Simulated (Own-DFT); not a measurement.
# What a defect does to the pressure of its cell: monoclinic HfO2

No measurement is shown. These are fixed-geometry runs of a retired plane-wave code named Own-DFT, which no person has reviewed; spin and spin-orbit coupling are neglected.

All runs used: PBE; PseudoDojo norm-conserving scalar-relativistic files; cutoff 72 hartree; 2 x 2 x 2 k mesh centred on Gamma; Fermi-Dirac smearing of 0.1 eV.

Known weak points (not all hold for every row): not probed for a lower state with spin; hafnium file: forces about 75 meV/angstrom off all-electron values; oxygen file: force components 24 meV/angstrom off all-electron in a glass; forces on such cells passed a denser k mesh, each cell not checked; stress not checked against mesh or cutoff.

All runs share one cell, with vectors in Å (10.234, 0.000, 0.000); (0.000, 10.350, 0.000); (-1.696, 0.000, 10.445) and a volume of 1106.4 Å³. Atoms were moved at random from their sites; u is the rms move along one axis. The defect's site can differ from row to row.

| cell | formula | u (Å) | P (GPa) |
|---|---|---|---|
| no defect | Hf32O64 | 0.0201 | 4.02 |
| no defect | Hf32O64 | 0.0466 | 4.98 |
| no defect | Hf32O64 | 0.0500 | 6.07 |
| one O vacancy | Hf32O63 | 0.0300 | 4.34 |
| one O vacancy | Hf32O63 | 0.0326 | 4.78 |
| one O vacancy | Hf32O63 | 0.0511 | 5.62 |
| one Si on a Hf site | Hf31O64Si | 0.0301 | ? |
| one Si on a Hf site | Hf31O64Si | 0.0325 | 2.72 |
| one Si on a Hf site | Hf31O64Si | 0.0500 | 4.35 |
| one Si on a Hf site | Hf31O64Si | 0.0500 | 4.62 |
| two Al on a Hf site each and one O vacancy | Al2Hf30O63 | 0.0297 | 1.60 |
| two Al on a Hf site each and one O vacancy | Al2Hf30O63 | 0.0305 | 2.35 |
| two Al on a Hf site each and one O vacancy | Al2Hf30O63 | 0.0523 | 3.69 |
| two Al on a Hf site each | Al2Hf30O64 | 0.0315 | 2.28 |
| two Al on a Hf site each | Al2Hf30O64 | 0.0319 | 2.42 |
| two Al on a Hf site each | Al2Hf30O64 | 0.0507 | 3.91 |

## Fit

P = P0 + c u² + a shift for each defect gives P0 = 3.48 GPa, c = 912 ± 106 GPa/Å² and a scatter of 0.33 GPa. The shifts, and each times the cell's volume:

- one O vacancy: 0.04 ± 0.27 GPa, 0.3 eV (not resolved)
- one Si on a Hf site: -1.43 ± 0.27 GPa, -9.8 eV
- two Al on a Hf site each: -2.01 ± 0.27 GPa, -13.9 eV (-6.9 eV for each of its 2 sites)
- two Al on a Hf site each and one O vacancy: -2.32 ± 0.27 GPa, -16.0 eV

Positive is outwards. The product with the volume (160.2 GPa Å³ to the eV) is nearly free of the cell's size; divided by the bulk modulus at the cell's pressure it gives the volume that the defect adds. The atoms around the defects weren't relaxed, which would change these numbers.

## Check

Q: what pressure belongs in the blank (one Si on a Hf site, u = 0.0301 Å)?

The fit gives 2.88 ± 0.40 GPa. Computed: 2.67 GPa.
